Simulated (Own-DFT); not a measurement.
# Same atoms, different arrangement: Al2C36Si34, 72 atoms

Calculated results; nothing here was measured. The program, named Own-DFT, is a retired in-house plane-wave density functional code that no person has reviewed. Each row is one single-point run on a periodic cell that was not relaxed, without spin or spin-orbit coupling.

Settings of every run: PBE; PseudoDojo norm-conserving scalar-relativistic files; cutoff 42 hartree; 4 x 4 x 3 k mesh centred on Gamma; Fermi-Dirac smearing of 0.1 eV.

Known limits: not probed for a lower state with spin; forces on such cells passed a denser k mesh, each cell not checked; stress not checked against mesh or cutoff.

All cells hold the same atoms in the same cell, with vectors in Å (9.248, 0.000, 0.000); (-4.624, 8.009, 0.000); (0.000, 0.000, 10.068). Every atom was moved at random from its ideal site; u is the rms move along one axis. The defect's site can differ from row to row. E is the free energy of the cell above the lowest run. The arrangements:

- A: 4H SiC, with two Al on a Si site each, 3.1 Å apart
- B: 2H SiC, with two Al on a Si site each, 3.1 Å apart

| arrangement | u (Å) | E (eV) | P (GPa) |
|---|---|---|---|
| A | 0.0275 | 0.000 | 5.65 |
| A | 0.0296 | 0.358 | 5.79 |
| A | 0.0301 | 0.610 | 5.91 |
| A | 0.0450 | 4.025 | 7.04 |
| A | 0.0511 | 4.939 | 7.40 |
| A | 0.0528 | 5.876 | 7.85 |
| B | 0.0293 | 0.442 | 5.87 |
| B | 0.0299 | 0.605 | 5.92 |
| B | 0.0306 | 0.359 | 5.85 |
| B | 0.0503 | 4.560 | 7.19 |
| B | 0.0522 | 5.499 | 7.51 |
| B | 0.0526 | 4.901 | 7.36 |

Question: once the cost of the random moves is taken out, how do the arrangements rank?

## Worked answer

Fit E = a + b u², with one b for all and one a for each arrangement, and with residuals divided by u², since the noise grows with the moves. Then b = 2690 eV/Å², the scatter at u = 0.04 Å is 0.27 eV, and against A:

- B: -0.02 ± 0.12 eV (not told apart from A)

These are energies of unrelaxed cells. Relaxing the atoms lowers the strained arrangements most, so the gaps would shrink and small ones could change sign.
